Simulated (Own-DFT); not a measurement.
# Response to strain: C40 NbSi2, 36 atoms (Nb12Si24)

All numbers below are calculated, not measured. They come from Own-DFT, an in-house plane-wave density functional program, since retired, whose code no person has reviewed. Each row is one single-point run on a periodic cell that was not relaxed, without spin or spin-orbit coupling.

Settings of every run: PBE; PseudoDojo norm-conserving scalar-relativistic files; cutoff 42 hartree; 4 x 4 x 5 k mesh centred on Gamma; cold (Marzari-Vanderbilt) smearing of 0.2 eV.

Known limits: forces on such cells failed a check on a denser k mesh; stress not checked against mesh or cutoff.

Unstrained cell vectors in Å: (0.000, 8.324, 0.000); (-9.613, 0.000, 0.000); (0.000, 0.000, 6.586). The unstrained cell was taken from the Materials Project. The random moves and any unrelaxed bonds add to the pressure at no strain. Each run strains this cell uniformly, with the atoms carried along. Every atom was also moved at random, by a Gaussian of width 0.05 Å on each axis. Strain is the symmetric tensor, in per cent. Stress is positive in tension, and the pressure is minus a third of its trace.

```
run,e_xx (%),e_yy (%),e_zz (%),e_yz (%),e_xz (%),e_xy (%),s_xx (GPa),s_yy (GPa),s_zz (GPa),s_yz (GPa),s_xz (GPa),s_xy (GPa),P (GPa),E (meV/atom)
1,0.78,0.09,-1.44,-1.80,-1.95,-0.96,-0.94,-2.62,-10.58,-5.61,-6.12,-2.78,4.71,27.1
2,-1.69,-0.52,0.40,-1.44,1.42,-0.80,-8.98,-5.82,-4.02,-4.35,4.37,-2.53,6.27,22.9
3,0.25,1.90,-0.32,-1.50,1.72,-1.91,-1.51,3.61,-3.92,-4.57,5.78,-5.37,0.61,28.1
4,-0.11,1.83,0.92,0.36,0.22,1.48,-0.95,4.98,1.70,0.66,1.38,4.38,-1.91,0.0
5,0.90,-1.42,0.84,1.46,1.32,2.00,-0.11,-6.20,-0.37,4.55,3.42,5.50,2.23,13.4
6,0.71,-0.61,0.98,1.73,0.28,1.77,0.32,-3.68,0.41,6.15,0.46,5.11,0.98,12.8
7,1.77,1.95,-0.36,-0.62,1.65,-0.64,4.66,4.97,-2.36,-1.75,5.01,-1.49,-2.42,7.2
8,-0.93,1.71,-0.90,-0.22,1.36,-1.12,-5.76,2.76,-8.01,-0.48,4.22,-3.35,3.67,17.9
9,0.27,-1.87,-0.65,-1.77,1.54,-0.33,-3.27,-10.44,-9.50,-6.02,5.13,-1.56,7.74,33.3
10,0.93,0.15,-0.24,1.37,-0.11,1.70,0.51,-1.33,-4.31,4.02,-0.87,5.05,1.71,9.4
11,-1.21,-0.72,0.23,0.19,0.92,1.75,-7.91,-6.54,-4.09,0.80,2.97,5.56,6.18,21.5
12,-0.71,-1.77,-1.60,1.57,-0.96,1.17,-8.25,-11.13,-15.13,5.50,-3.94,3.62,11.51,42.3
13,1.32,-0.56,-0.24,1.75,-0.48,-1.21,1.77,-4.01,-4.11,5.60,-1.33,-3.15,2.12,9.2
14,-0.34,-0.67,1.88,0.69,-1.44,-0.75,-3.07,-3.66,3.55,1.75,-4.00,-2.27,1.06,12.4
15,-0.81,0.89,-0.78,0.61,-1.43,1.73,-5.96,-0.73,-8.07,2.14,-4.46,4.64,4.92,25.4
16,1.35,1.41,-1.34,1.07,-0.86,-1.16,?,?,?,?,?,?,?,?
```

E is the free energy for each atom above the lowest run shown.

## Worked fit

Each stress component was fitted by least squares to a constant and the strains of the runs shown, as fractions, with shears doubled. Shear strains stay in the fit of a normal stress only where such slopes are resolved. The slopes, in GPa:

| stress | at no strain | per e_xx | per e_yy | per e_zz | scatter |
|---|---|---|---|---|---|
| s_xx | -2.9 | 373 ± 8 | 66 ± 6 | 83 ± 8 | 0.30 |
| s_yy | -2.7 | 75 ± 12 | 369 ± 9 | 85 ± 12 | 0.43 |
| s_zz | -4.3 | 94 ± 13 | 97 ± 9 | 497 ± 13 | 0.47 |

Each shear stress against twice its own strain: yz 165 ± 6, xz 152 ± 4, xy 142 ± 4 GPa. These are stiffnesses along x, y and z of the frame in which the cell vectors are given, which need not be the crystal's axes. The atoms are held to the strained lattice; where symmetry lets them move under strain, relaxing them would lower some slopes. The table should be nearly symmetric about its diagonal, and what it lacks of that shows the noise. A ninth of its sum, 193 ± 6 GPa, estimates the bulk modulus near the mean pressure of these runs, 3.3 GPa, so it lies above the value at zero pressure.

## Withheld run

Question: what normal stresses and pressure should run 16 give?

The fit gives s_xx = 2.0, s_yy = 2.3, s_zz = -8.3 and P = 1.3 GPa. The calculation gave 2.78, 2.07, -7.77 and P = 0.97 GPa.
